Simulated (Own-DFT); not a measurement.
Simulation results for Hf₃₁SiO₆₄ (monoclinic hafnia with substituted atoms, atoms displaced)

All values are calculated (Own-DFT development build). A calculation, not a measurement: plane-wave PBE and HSE06 DFT by an unreviewed code, no spin, of a simulated cell at Gamma alone, so results move with cell size and shape, stress positive in tension, energies less offsets, not probed for a lower state with spin; hafnium file: forces about 75 meV/angstrom off all-electron values; oxygen file: force components 24 meV/angstrom off all-electron in a glass; k mesh not checked against a denser one; forces and stress are PBE's, HSE06 gives the energy alone, and its difference from PBE has offsets of its own; offsets are fitted by least squares, one for each functional and potential file, so energies compare only between cells with the same atoms and settings and are not formation energies; the far tail of each file's local potential was reset to the Coulomb form; each entry is a single point on an unrelaxed cell, so the pressure reflects the starting lattice, mostly measured values, from which strain is counted, and rises with the displacements; printed positions are rounded, which can move forces by about a meV/angstrom; the program is a retired in-house code; no spin-orbit coupling.

Entry: Hf₃₁SiO₆₄ (monoclinic hafnia with substituted atoms, atoms displaced)

```
Hf31SiO64
1.0
     10.2340     0.0000     0.0000
      0.0000    10.3500     0.0000
     -1.6955     0.0000    10.4453
Hf O Hf O Hf O Hf O Hf O Hf O Hf O Hf Si Hf O
4 8 4 8 4 8 4 8 4 8 4 8 4 8 1 1 2 8
Direct
  0.13455 0.02395 0.10150
  0.36155 0.27014 0.14636
  0.36029 0.48173 0.39566
  0.13774 0.22813 0.36017
  0.03631 0.16936 0.17110
  0.46304 0.41476 0.07214
  0.45919 0.33715 0.32203
  0.03922 0.08350 0.42662
  0.22895 0.37898 0.23674
  0.27687 0.13104 0.00975
  0.27487 0.11822 0.26103
  0.21965 0.37067 0.49052
  0.13611 0.01609 0.60146
  0.36205 0.26956 0.64865
  0.35974 0.48627 0.89746
  0.13918 0.23075 0.85162
  0.03953 0.16891 0.67137
  0.46151 0.41781 0.57679
  0.46198 0.33737 0.82577
  0.03776 0.07878 0.92519
  0.23032 0.37958 0.74008
  0.27327 0.12725 0.50672
  0.27114 0.12151 0.76493
  0.22106 0.37021 0.99009
  0.13666 0.52099 0.11011
  0.36079 0.77072 0.14316
  0.36075 0.98054 0.39406
  0.13819 0.72994 0.35554
  0.03412 0.66736 0.17373
  0.46001 0.91415 0.07718
  0.46810 0.83233 0.32506
  0.04006 0.58272 0.42249
  0.22637 0.87096 0.24394
  0.27672 0.62821 0.00553
  0.27954 0.62247 0.26173
  0.22569 0.87065 0.49555
  0.14163 0.51779 0.60104
  0.35749 0.76593 0.64423
  0.35978 0.98027 0.89741
  0.13675 0.72667 0.85724
  0.04234 0.66603 0.67019
  0.46349 0.91366 0.57317
  0.46064 0.83467 0.83130
  0.03227 0.58141 0.92216
  0.22143 0.87493 0.73694
  0.26976 0.62942 0.50674
  0.27474 0.62199 0.75447
  0.22747 0.87386 0.99074
  0.63852 0.02087 0.10921
  0.86070 0.27333 0.14962
  0.86471 0.48081 0.39543
  0.63941 0.22938 0.35042
  0.53433 0.16726 0.17228
  0.95924 0.41372 0.07785
  0.96393 0.34094 0.33162
  0.53408 0.08348 0.41709
  0.72117 0.38044 0.23838
  0.77675 0.12980 0.01114
  0.77526 0.12243 0.25855
  0.72689 0.37165 0.49142
  0.63901 0.02185 0.60077
  0.85910 0.27196 0.64568
  0.86596 0.47699 0.89324
  0.63616 0.22888 0.85356
  0.53069 0.16991 0.66741
  0.96438 0.41972 0.58269
  0.95895 0.33554 0.82373
  0.53866 0.09058 0.92187
  0.72591 0.38208 0.74343
  0.77337 0.12529 0.50833
  0.77708 0.12433 0.76176
  0.71887 0.37572 0.98828
  0.63214 0.51930 0.10200
  0.86323 0.77346 0.14675
  0.85889 0.97973 0.39663
  0.64051 0.72816 0.36000
  0.53656 0.66314 0.17543
  0.96771 0.91940 0.07598
  0.96356 0.84154 0.32637
  0.54097 0.58187 0.42588
  0.72192 0.87696 0.23850
  0.78095 0.62724 0.01050
  0.77957 0.61457 0.25714
  0.72984 0.87153 0.48676
  0.64477 0.52387 0.60572
  0.86278 0.76780 0.64550
  0.86618 0.97878 0.89595
  0.63445 0.72989 0.85143
  0.54057 0.66469 0.67646
  0.95632 0.91640 0.57470
  0.96416 0.83297 0.82882
  0.53192 0.58949 0.92743
  0.72933 0.87963 0.74116
  0.77801 0.63551 0.51139
  0.78018 0.62748 0.75713
  0.72318 0.87095 0.98960
```

| Item | Value |
| --- | --- |
| first functional | PBE |
| second functional | HSE06 |
| exact exchange share | 0.25 |
| screening | 0.11 1/bohr |
| exchange divergence | Gygi-Baldereschi |
| potential files | PseudoDojo norm-conserving, scalar-relativistic, made for PBE, standard set |
| wave cutoff | 48 hartree |
| occupations | fixed |
| k mesh | 1 x 1 x 1 centred on Gamma |
| PBE energy of cell above offsets | -90.693 eV |
| HSE06 less PBE above offsets | 0.094 eV |
| PBE pressure | 2.61 GPa |
| PBE stress xx | -2.62 GPa |
| PBE stress yy | -2.32 GPa |
| PBE stress zz | -2.91 GPa |
| PBE stress yz | 0.04 GPa |
| PBE stress xz | 0.12 GPa |
| PBE stress xy | 0.51 GPa |

Force:
```csv
element,x (eV/Å),y (eV/Å),z (eV/Å)
Hf,0.872,-0.24,0.884
Hf,-0.147,0.314,-0.704
Hf,0.854,-0.628,0.278
Hf,0.29,0.073,-1.095
O,-0.366,0.334,0.671
O,-0.277,-0.202,0.339
O,1.181,-0.405,0.729
O,-1.115,-0.24,-0.527
O,-1.161,0.316,0.539
O,-0.135,-0.19,0.102
O,-0.155,0.342,-0.126
O,0.339,-0.098,-0.439
Hf,-0.049,0.175,1.086
Hf,0.1,0.683,-0.381
Hf,0.381,-1.554,-0.526
Hf,-0.41,0.146,0.432
O,-0.773,0.099,-0.201
O,0.284,0.259,-0.04
O,0.566,-0.251,0.162
O,0.389,1.054,-0.864
O,-1.043,0.189,0.148
O,0.319,0.148,0.685
O,0.675,-0.375,-0.645
O,-0.127,0.455,-0.146
Hf,-0.145,-0.615,-1.013
Hf,0.68,-0.19,0.948
Hf,0.417,-0.917,0.071
Hf,-0.16,0.631,-0.175
O,0.359,-0.107,0.093
O,1.238,1.023,0.064
O,-0.18,0.299,0.333
O,-0.774,-0.212,-0.39
O,-0.26,0.885,-0.541
O,-0.649,0.238,0.772
O,-0.471,-0.266,-0.216
O,-0.298,-0.204,-0.812
Hf,-0.952,-0.043,0.716
Hf,0.611,1.013,0.419
Hf,0.477,0.161,-0.237
Hf,-0.24,0.599,-1.097
O,-2.576,1.657,-0.027
O,0.573,0.117,0.458
O,0.484,-0.346,-0.643
O,0.989,0.353,0.434
O,0.046,0.306,0.367
O,1.081,0.129,0.169
O,0.099,-0.127,0.564
O,-0.813,-0.581,-0.292
Hf,0.009,-0.193,-1.454
Hf,-0.242,-0.248,-1.153
Hf,-0.478,0.538,0.351
Hf,-0.856,0.695,0.405
O,0.166,-0.188,0.087
O,1.22,0.728,0.102
O,0.875,-1.396,-0.46
O,0.163,0.03,0.227
O,-0.048,-0.668,0.472
O,0.059,0.111,0.437
O,0.025,-0.159,0.457
O,-0.186,-0.138,-0.293
Hf,-0.64,-0.538,0.513
Hf,0.567,-0.085,0.037
Hf,-1.76,0.926,0.87
Hf,0.291,1.1,0.347
O,1.051,-0.847,0.189
O,0.068,0.012,-0.296
O,1.575,-1.269,0.155
O,-1.347,-1.487,0.557
O,-0.356,0.215,-0.916
O,0.165,0.795,0.116
O,-0.156,-0.231,-0.436
O,0.238,-0.741,-0.129
Hf,1.341,0.444,0.126
Hf,-0.783,-0.622,-0.701
Hf,0.228,-0.145,-0.397
Hf,-0.298,0.184,-1.659
O,-0.524,0.408,0.092
O,-0.517,-0.727,0.325
O,0.786,-0.836,-0.131
O,-0.47,-0.138,-0.074
O,0.084,0.281,0.161
O,-0.514,0.422,-0.169
O,-0.171,0.91,0.657
O,-0.845,-0.352,0.79
Hf,-0.817,-0.647,0.141
Si,1.402,0.213,1.286
Hf,-1.244,0.154,-0.168
Hf,0.853,0.321,1.062
O,-1.096,0.317,-0.518
O,-0.523,-1.867,1.549
O,0.261,-1.015,-1.507
O,-0.08,0.066,-0.555
O,0.536,-0.58,-1.586
O,0.899,1.193,1.564
O,0.927,0.555,-0.897
O,0.132,0.288,0.103
```
